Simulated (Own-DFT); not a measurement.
# How HSE06 shifts the pressure of corundum Al2O3, 78 atoms (Al32O46), with two O vacancies

These are calculations. Each geometry was run twice at fixed positions with Own-DFT, a retired in-house plane-wave program that no person has reviewed: with PBE, and with HSE06 (exact exchange share 0.25 at short range, screening 0.11 per bohr, Gygi-Baldereschi treatment of its divergence). Both used PseudoDojo norm-conserving files made for PBE, a cutoff of 48 hartree, the Gamma point alone, fixed occupations, a neutral cell and no spin. With Gamma alone and a thickness of 7.9 Å, finite-size errors remain in every number. The oxygen file's force components were 24 meV/Å off all-electron values in a glass.

Unstrained cell vectors in Å: (5.494, 0.000, 8.660); (-2.747, 4.758, 8.660); (-2.747, -4.758, 8.660), volume V0 = 679.1 Å³, from measured lattice constants. Each geometry has its own random strain of a few per cent, its own defect sites and random moves of rms u per axis. HSE06 gave the energy alone. D is its energy less that of PBE, over the lowest D shown. The PBE stress wasn't checked against mesh or cutoff.

```
run,V - V0 (Å³),u (Å),P with PBE (GPa),D (eV)
1,21.4,0.0526,2.60,1.846
2,-17.5,0.0283,13.73,0.208
3,-17.4,0.0304,14.30,0.228
4,-26.5,0.0491,20.79,0.000
5,-6.7,0.0298,10.08,0.590
6,-3.5,0.0502,9.85,0.869
7,8.7,0.0300,4.01,1.223
8,3.9,0.0298,5.53,1.080
9,3.5,0.0493,8.29,1.094
10,-2.4,0.0307,8.04,0.817
11,6.4,0.0511,6.44,1.344
12,35.9,0.0295,-4.51,2.296
13,5.8,0.0329,5.85,?
```

## Working it out

D = 0.83 + 0.0388 (V - V0) + 76 u² eV, with an error of 0.0006 on the volume slope, 13 on the last term and a scatter of 0.04 eV. Pressure is -dE/dV, and 1 eV/Å³ is 160.2 GPa, so HSE06 changes the pressure by -6.2 ± 0.1 GPa. With the ions held to the strained lattice, the PBE pressure falls by 249 ± 10 GPa per unit of volume strain; the shape of the strain isn't fitted, so the true error is larger, and a relaxed crystal would be softer. On that slope HSE06's volume at a given pressure is about 2.5 % smaller, or 0.8 % in lengths. At u = 0 and V0 the PBE pressure is 6.4 GPa, which puts the zero-pressure volume, against the measured cell and with the defects in, at +2.6 % for PBE and +0.1 % for HSE06, each good to a few tenths of a per cent.

## Test on the hidden row

Question: what D should run 13 give?

The fit gives 1.14 eV, with rows scattering by 0.04. The hidden result is 1.126 eV.
